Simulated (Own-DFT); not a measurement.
AlGa₃N₄ (wurtzite random alloy, strained, atoms displaced) (calculated)

All values are calculated (Own-DFT development build). A calculation, not a measurement: plane-wave PBE density functional theory by an unreviewed code, no spin, of a simulated periodic cell, stress positive in tension, free energy of the whole cell less one offset for each atom, forces on such cells passed a denser k mesh, this cell's mesh not checked; offsets are fitted by least squares, one for each functional and potential file, so energies compare only between cells with the same atoms and settings and are not formation energies; the far tail of each file's local potential was reset to the Coulomb form; each entry is a single point on an unrelaxed cell, so the pressure reflects the starting lattice, mostly measured values, from which strain is counted, and rises with the displacements; printed positions are rounded, which can move forces by about a meV/angstrom; the program is a retired in-house code; no spin-orbit coupling.

Settings shared by all entries: functional PBE; potential files PseudoDojo norm-conserving, scalar-relativistic, standard set with the stringent files for Ga; wave cutoff 96 hartree; occupations Gaussian; smearing width 0.01 eV; k mesh 4 x 4 x 3 centred on Gamma.

(1) AlGa₃N₄ (wurtzite random alloy, strained, atoms displaced)

```xyz
72
Lattice="9.5092 0.0000 0.0000 -4.7546 8.2353 0.0000 0.0000 0.0000 10.0888" Properties=species:S:1:pos:R:3 AlGa3N4
Al     0.0910     1.7592    10.0363
Al     1.6838     1.0284     2.5874
N     -0.0728     1.8065     1.9903
N      1.4778     0.9806     4.4038
Ga     0.0939     1.7803     5.0879
Ga     1.6036     0.8977     7.6035
N      0.0774     1.8031     6.9470
N      1.6227     0.8721     9.3900
Al    -1.5330     4.6407    10.0816
Ga    -0.0580     3.5629     2.5375
N     -1.5434     4.6012     1.8815
N      0.0900     3.6429     4.4606
Ga    -1.6244     4.5883     5.0708
Ga    -0.0005     3.6802     7.5487
N     -1.5348     4.5420     6.9637
N      0.0274     3.6953     9.4351
Al    -3.1154     7.3292     0.0201
Al    -1.5435     6.4180     2.5278
N     -3.2700     7.2323     1.9765
N     -1.6198     6.4554     4.3947
Ga    -3.1902     7.3389     5.0249
Ga    -1.6248     6.4229     7.5805
N     -3.0900     7.3342     6.9232
N     -1.6096     6.3494     9.3782
Ga     3.1340     1.8168    10.0724
Ga     4.7259     0.8796     2.6026
N      3.1549     1.8344     1.8743
N      4.7392     0.8318     4.3490
Ga     3.1538     1.8533     5.1070
Ga     4.7412     0.8882     7.5242
N      3.1768     1.7933     6.9161
N      4.8149     0.8944     9.5620
Ga     1.5031     4.5336    10.0519
Al     3.1415     3.6295     2.5357
N      1.6002     4.5990     1.9370
N      3.1416     3.6410     4.4148
Ga     1.6044     4.5802     5.1336
Ga     3.1495     3.6347     7.4814
N      1.5438     4.6171     7.0140
N      3.1475     3.6905     9.4547
Al    -0.0581     7.3168     0.0632
Ga     1.5177     6.4188     2.5439
N      0.0055     7.3378     1.8581
N      1.6194     6.4117     4.4738
Ga    -0.0066     7.2945     5.0752
Ga     1.6602     6.3487     7.6464
N      0.0194     7.3365     6.9916
N      1.5582     6.4225     9.5852
Ga     6.4125     1.9201    10.0692
Ga     7.9536     0.8907     2.6316
N      6.4046     1.8117     1.9554
N      7.8612     0.8769     4.4021
Ga     6.3265     1.8199     4.9860
Ga     7.9460     0.9561     7.5584
N      6.3200     1.8465     6.9715
N      7.9397     0.8810     9.4607
Al     4.7727     4.5923    10.0544
Ga     6.3532     3.6208     2.4501
N      4.7775     4.5975     1.8545
N      6.2865     3.6126     4.4453
Al     4.7368     4.5663     5.0227
Ga     6.3397     3.7037     7.5932
N      4.7471     4.5096     6.8501
N      6.3492     3.6374     9.4389
Ga     3.1287     7.3712    10.0561
Ga     4.6976     6.4284     2.3932
N      3.1471     7.3014     1.8583
N      4.7772     6.4016     4.3415
Ga     3.2506     7.3572     5.0116
Ga     4.7338     6.4165     7.6520
N      3.2600     7.2185     6.9532
N      4.7735     6.3867     9.4762
```

- free energy of cell above offsets: -8.140 eV
- pressure: 10.87 GPa
- stress xx: -6.89 GPa
- stress yy: -7.56 GPa
- stress zz: -18.16 GPa
- stress yz: 0.55 GPa
- stress xz: -0.14 GPa
- stress xy: 0.88 GPa

Force:
```tsv
element	x (eV/Å)	y (eV/Å)	z (eV/Å)
Al	-1.675	0.911	1.026
Al	-2.511	-1.821	-1.053
N	2.888	-0.991	-2.594
N	3.928	-1.976	-0.721
Ga	-3.611	2.1	-0.203
Ga	0.332	-0.342	-2.491
N	-0.822	0.464	1.014
N	-0.808	-0.478	3.347
Al	-0.548	-1.472	-0.156
Ga	1.173	2.027	0.24
N	-0.288	0.676	-0.261
N	-1.752	0.081	0.407
Ga	0.534	-0.457	-1.103
Ga	0.186	-0.858	-0.132
N	-1.204	0.911	0.024
N	-2.274	-2.213	0.945
Al	-0.901	-0.922	0.334
Al	-1.151	-0.325	-0.365
N	4.431	3.038	-1.998
N	0.681	-0.796	-0.075
Ga	-0.256	-0.102	-0.677
Ga	1.527	-0.53	-1.982
N	-1.764	-0.035	0.273
N	0.237	1.253	3.828
Ga	1.765	0.709	-0.57
Ga	0.821	0.796	-4.035
N	-0.055	0.466	1.251
N	-0.534	1.043	3.863
Ga	0.178	-0.692	-2.383
Ga	0.856	0.427	1.646
N	-0.357	0.254	1.546
N	-1.008	-0.239	-0.826
Ga	2.318	1.349	1.588
Al	0.421	1.287	-0.937
N	-0.154	-1.434	-0.087
N	1.121	0.4	0.081
Ga	-0.134	0.582	-1.569
Ga	0.406	0.29	1.215
N	0.821	-1.165	-0.341
N	0.885	-0.288	-0.113
Al	1.001	0.305	-2.151
Ga	1.313	-0.547	-0.179
N	-1.694	-0.505	1.182
N	-0.31	0.011	-0.032
Ga	0.357	-0.399	0.04
Ga	-0.828	1.929	0.031
N	0.2	-1.161	-0.094
N	-1.017	-0.063	-0.905
Ga	-0.656	-2.193	1.015
Ga	-0.671	-0.892	-3.122
N	-0.976	-0.388	-0.632
N	1.186	0.924	2.971
Ga	-0.363	-0.302	0.988
Ga	-0.416	-0.902	-0.61
N	0.503	-0.254	-0.581
N	1.423	1.907	0.066
Al	-0.578	-0.641	0.228
Ga	-0.231	1.107	0.77
N	-1.118	-1.612	-0.116
N	0.095	1.356	-0.512
Al	0.132	0.409	-1.313
Ga	-0.149	-0.651	-1.572
N	0.082	1.049	1.065
N	0.35	2.581	1.532
Ga	0.274	-1.248	0.654
Ga	-0.843	-1.327	1.409
N	-0.891	0.811	0.798
N	-0.252	-0.968	1.056
Ga	-0.614	-1.498	0.457
Ga	1.749	-1.039	-1.93
N	-1.578	1.95	-0.166
N	0.819	0.322	1.691
```

(2) AlGa₃N₄ (wurtzite random alloy, strained, atoms displaced)

```xyz
72
Lattice="9.5092 0.0000 0.0000 -4.7546 8.2353 0.0000 0.0000 0.0000 10.0888" Properties=species:S:1:pos:R:3 AlGa3N4
Ga     0.0344     1.7631     0.0004
Al     1.5702     0.9662     2.5833
N     -0.0034     1.8873     1.8606
N      1.5053     0.8345     4.4087
Ga    -0.0191     1.9526     5.0069
Ga     1.6275     1.0208     7.5390
N      0.0723     1.9080     6.9769
N      1.5646     0.8824     9.4653
Al    -1.5457     4.5765    10.0454
Ga     0.0249     3.5907     2.5475
N     -1.6322     4.5527     1.9201
N     -0.0198     3.6587     4.4589
Ga    -1.5656     4.6120     5.0686
Ga    -0.0374     3.5997     7.6111
N     -1.5934     4.4859     6.9781
N     -0.0004     3.7282     9.5425
Al    -3.1609     7.3179    10.0801
Ga    -1.5872     6.3941     2.4944
N     -3.1773     7.3299     1.9463
N     -1.6027     6.4120     4.5235
Ga    -3.1702     7.3322     4.9718
Al    -1.6339     6.4235     7.5530
N     -3.1792     7.2333     6.9626
N     -1.6201     6.4345     9.4121
Ga     3.2210     1.8492     0.0049
Ga     4.6945     0.9225     2.4807
N      3.1510     1.7003     1.9075
N      4.7506     0.8618     4.4838
Ga     3.1871     1.8401     5.0237
Al     4.7890     0.8628     7.5184
N      3.2289     1.8851     6.9281
N      4.7668     1.0430     9.4718
Al     1.5652     4.5735     0.0484
Ga     3.2514     3.6600     2.5109
N      1.5462     4.5525     2.0001
N      3.1082     3.6344     4.4996
Ga     1.5417     4.5553     4.9761
Ga     3.1586     3.6122     7.5908
N      1.5094     4.5873     6.9155
N      3.2575     3.6126     9.4230
Ga     0.0231     7.4102    10.0420
Ga     1.5797     6.4243     2.5336
N      0.0271     7.4217     1.9225
N      1.5902     6.3853     4.4390
Al     0.0505     7.3546     5.0518
Ga     1.6187     6.3264     7.5967
N      0.0081     7.1474     6.9438
N      1.5013     6.4267     9.4871
Ga     6.3216     1.9028    10.0578
Ga     7.9357     0.9463     2.5689
N      6.2808     1.8325     1.8875
N      7.8431     0.9308     4.4051
Ga     6.3539     1.8642     5.0639
Ga     7.9294     0.8334     7.5290
N      6.3422     1.8429     6.9578
N      7.9339     0.8812     9.4796
Ga     4.7648     4.5093     0.0089
Ga     6.4181     3.6855     2.4555
N      4.7200     4.6245     1.9196
N      6.2369     3.6717     4.4811
Al     4.8328     4.4590     5.0177
Ga     6.2636     3.6145     7.5009
N      4.8076     4.5354     7.0470
N      6.2654     3.6721     9.4570
Ga     3.1697     7.3286     0.0357
Ga     4.7718     6.4492     2.5764
N      3.1974     7.2614     1.8526
N      4.7932     6.5001     4.3730
Ga     3.0470     7.4087     5.0635
Al     4.6891     6.3344     7.5543
N      3.1125     7.3966     6.9904
N      4.7578     6.4475     9.4499
```

* free energy of cell above offsets: -7.652 eV
* pressure: 11.14 GPa
* stress xx: -8.74 GPa
* stress yy: -10.45 GPa
* stress zz: -14.24 GPa
* stress yz: -0.26 GPa
* stress xz: 0.79 GPa
* stress xy: 1.23 GPa

Force:
```tsv
element	x (eV/Å)	y (eV/Å)	z (eV/Å)
Ga	-0.789	0.947	-0.921
Al	-0.321	-1.252	-1.453
N	0.632	-2.04	1.689
N	0.566	3.009	-0.067
Ga	0.175	-3.236	1.391
Ga	0.021	-2.302	0.025
N	-1.277	-2.177	-1.153
N	1.28	-0.008	0.317
Al	-1.451	0.679	0.015
Ga	-0.911	1.636	-0.476
N	2.537	1.025	-1.509
N	-0.633	1.213	-1.173
Ga	-0.939	-0.247	0.437
Ga	0.193	2.164	0.367
N	-0.467	1.454	0.387
N	0.528	-0.863	0.155
Al	-0.41	-0.211	-0.099
Ga	0.271	0.606	0.663
N	0.432	1.241	-1.253
N	1.959	0.377	-1.5
Ga	-0.137	-0.802	2.078
Al	0.408	-1.238	-0.527
N	-0.834	1.026	-0.056
N	0.173	-0.509	1.302
Ga	-1.637	-0.619	-0.166
Ga	1.584	0.385	1.586
N	-1.494	2.262	0.379
N	0.208	0.488	-0.451
Ga	-0.726	-1.063	-0.05
Al	-0.327	-0.094	0.178
N	0.617	-2.051	0.355
N	0.121	-1.997	-1.868
Al	0.501	0.306	-0.21
Ga	-1.41	-0.627	0.628
N	1.036	0.195	-1.612
N	1.997	0.708	-1.085
Ga	0.655	0.708	1.257
Ga	-0.275	1.573	-1.524
N	1.238	-1.221	0.5
N	-2.71	1.217	2.177
Ga	-1.205	-0.19	0.292
Ga	0.203	0.124	-0.575
N	-0.39	-2.475	-0.622
N	-1.094	0.719	0.131
Al	-1.024	-1.576	0.273
Ga	-0.755	0.521	-0.188
N	-0.613	2.717	-0.047
N	1.671	-1.505	0.818
Ga	1.315	-0.836	0.148
Ga	-0.652	-0.721	-2.315
N	0.896	0.26	0.636
N	1.209	0.881	1.072
Ga	-1.085	-0.153	-0.414
Ga	0.579	3.501	1.509
N	-0.394	-1.948	0.268
N	-0.444	1.068	-0.191
Ga	-0.335	2.326	-0.148
Ga	-2.862	-1.088	1.267
N	1.141	-0.566	0.064
N	3.365	-0.977	-1.701
Al	-3.939	3.396	1.593
Ga	2.334	0.22	1.497
N	-2.781	1.708	-2.747
N	2.907	0.537	0.132
Ga	-0.043	-0.56	-1.639
Ga	-0.293	-0.325	-1.844
N	-0.595	1.218	2.285
N	-2.039	-2.211	2.891
Ga	2.027	-1.529	-0.167
Al	1.207	1.255	0.076
N	1.115	-3.765	-1.045
N	0.192	-0.691	-0.041
```

(3) AlGa₃N₄ (wurtzite random alloy, strained, atoms displaced)

```xyz
72
Lattice="9.5092 0.0000 0.0000 -4.7546 8.2353 0.0000 0.0000 0.0000 10.0888" Properties=species:S:1:pos:R:3 AlGa3N4
Ga    -0.0311     1.7781    10.0771
Ga     1.6585     0.8329     2.4702
N     -0.0609     1.9077     1.9527
N      1.5975     0.9333     4.4450
Al     0.0531     1.8841     5.0364
Al     1.6344     0.9236     7.5111
N      0.0205     1.7887     6.9493
N      1.5222     0.8189     9.4532
Ga    -1.6527     4.5463    10.0717
Al    -0.0551     3.6519     2.5615
N     -1.5570     4.5756     1.9246
N      0.0320     3.6403     4.4044
Ga    -1.5798     4.6764     5.0928
Ga    -0.0090     3.6971     7.5578
N     -1.6046     4.5304     6.9390
N      0.0385     3.5762     9.4992
Ga    -3.0976     7.2340    10.0391
Ga    -1.5683     6.4538     2.5282
N     -3.1810     7.3103     1.8890
N     -1.5974     6.3650     4.3901
Ga    -3.1519     7.2772     5.0448
Al    -1.5826     6.3633     7.5290
N     -3.1375     7.3352     6.9674
N     -1.6066     6.3566     9.4949
Ga     3.1904     1.8684    10.0503
Ga     4.7121     0.8366     2.5298
N      3.1150     1.8607     1.9199
N      4.7379     0.8751     4.4206
Ga     3.1170     1.8162     5.1696
Al     4.7592     0.8918     7.5833
N      3.2164     1.8224     6.8672
N      4.7470     0.9566     9.4455
Ga     1.5591     4.6089     0.0581
Ga     3.1343     3.6258     2.4937
N      1.6736     4.5528     1.8376
N      3.2178     3.6881     4.3696
Al     1.5496     4.5434     5.0231
Ga     3.2314     3.6841     7.5926
N      1.5699     4.5833     7.0287
N      3.2202     3.7529     9.4131
Ga     0.0600     7.3568     0.0748
Al     1.5612     6.3539     2.5128
N     -0.0552     7.4041     1.8555
N      1.5877     6.3706     4.4689
Ga    -0.0286     7.3140     5.0626
Ga     1.5311     6.4113     7.5314
N     -0.0188     7.3077     6.9213
N      1.5559     6.4036     9.4930
Ga     6.3593     1.8211     0.0168
Ga     7.8944     0.8732     2.5458
N      6.3467     1.8004     1.9508
N      7.9199     0.9238     4.4891
Ga     6.3725     1.8184     5.0796
Ga     7.8856     0.9625     7.5309
N      6.4196     1.8778     6.9906
N      7.8575     0.9073     9.5261
Ga     4.7275     4.6904    10.0450
Ga     6.3936     3.6706     2.5472
N      4.7887     4.5809     1.9398
N      6.3750     3.6575     4.5033
Ga     4.7483     4.6186     5.0482
Ga     6.3430     3.6833     7.5254
N      4.7604     4.5780     6.9923
N      6.4131     3.6659     9.4829
Al     3.2014     7.2545     0.0210
Ga     4.7420     6.4420     2.4693
N      3.2295     7.2768     1.8622
N      4.6879     6.4451     4.3548
Ga     3.1620     7.3236     5.0729
Al     4.7270     6.4080     7.5562
N      3.2767     7.4042     7.0038
N      4.7372     6.3812     9.4967
```

- free energy of cell above offsets: -8.800 eV
- pressure: 10.67 GPa
- stress xx: -6.97 GPa
- stress yy: -8.82 GPa
- stress zz: -16.22 GPa
- stress yz: 0.09 GPa
- stress xz: -0.46 GPa
- stress xy: 0.79 GPa

Force:
```tsv
element	x (eV/Å)	y (eV/Å)	z (eV/Å)
Ga	0.095	-0.064	0.613
Ga	-1.954	1.794	0.78
N	0.828	-1.139	0.035
N	-0.733	-0.506	-0.045
Al	-0.834	-1.289	-0.029
Al	-0.948	-0.133	0.805
N	0.996	0.818	-0.633
N	1.357	1.052	-0.923
Ga	2.627	0.122	0.832
Al	0.912	0.085	-1.191
N	0.699	0.536	0.286
N	0.009	0.648	0.741
Ga	0.094	-2.64	-1.238
Ga	0.266	-1.562	0.821
N	0.71	2.048	0.881
N	-0.555	1.385	-0.328
Ga	-1.563	1.255	0.423
Ga	-0.724	-1.202	-1.157
N	0.659	-0.526	-0.183
N	0.338	1.446	0.663
Ga	-1.162	0.936	-0.375
Al	-0.216	0.357	1.01
N	-0.055	-0.924	0.602
N	2.1	0.058	-1.82
Ga	-1.125	0.058	0.214
Ga	0.436	3.346	0.459
N	1.225	-1.066	-1.084
N	-0.021	0.492	0.947
Ga	0.978	0.681	-6.026
Al	0.498	0.533	-0.744
N	0.219	-0.403	6.107
N	0.1	-0.634	-0.391
Ga	-0.104	-1.006	-2.858
Ga	1.744	0.63	0.329
N	-2.669	1.255	3.198
N	-1.652	-0.241	2.046
Al	1.284	0.131	0.421
Ga	-1.251	-0.408	-1.284
N	0.691	-0.133	-2.315
N	-0.956	-1.182	1.824
Ga	-1.056	-0.177	-3.121
Al	0.888	0.484	0.05
N	1.478	-2.908	2.255
N	-0.618	-0.515	-1.144
Ga	0.521	0.117	-1.164
Ga	1.464	0.263	0.705
N	-0.888	0.625	1.63
N	1.08	0.722	-0.009
Ga	-0.59	0.811	0.337
Ga	0.726	0.328	-0.061
N	-0.887	0.167	-0.065
N	1.254	0.126	-0.195
Ga	-0.858	0.204	-0.672
Ga	1.867	-0.353	1.555
N	-3.156	-0.822	-0.182
N	1.022	-1.869	-0.675
Ga	1.319	-3.174	1.696
Ga	-0.941	-0.363	0.148
N	-0.218	-0.258	-0.706
N	-0.194	0.538	-0.268
Ga	0.145	-0.377	-0.765
Ga	-0.193	-0.369	1.142
N	0.189	1.578	-0.547
N	-2.618	-0.664	-0.774
Al	-0.8	1.314	-1.084
Ga	0.735	-1.379	0.352
N	-2.808	0.325	0.261
N	1.251	-0.244	1.508
Ga	0.062	0.366	-0.104
Al	0.998	0.33	0.473
N	-1.371	-1.888	-0.202
N	-0.145	2.453	-1.784
```
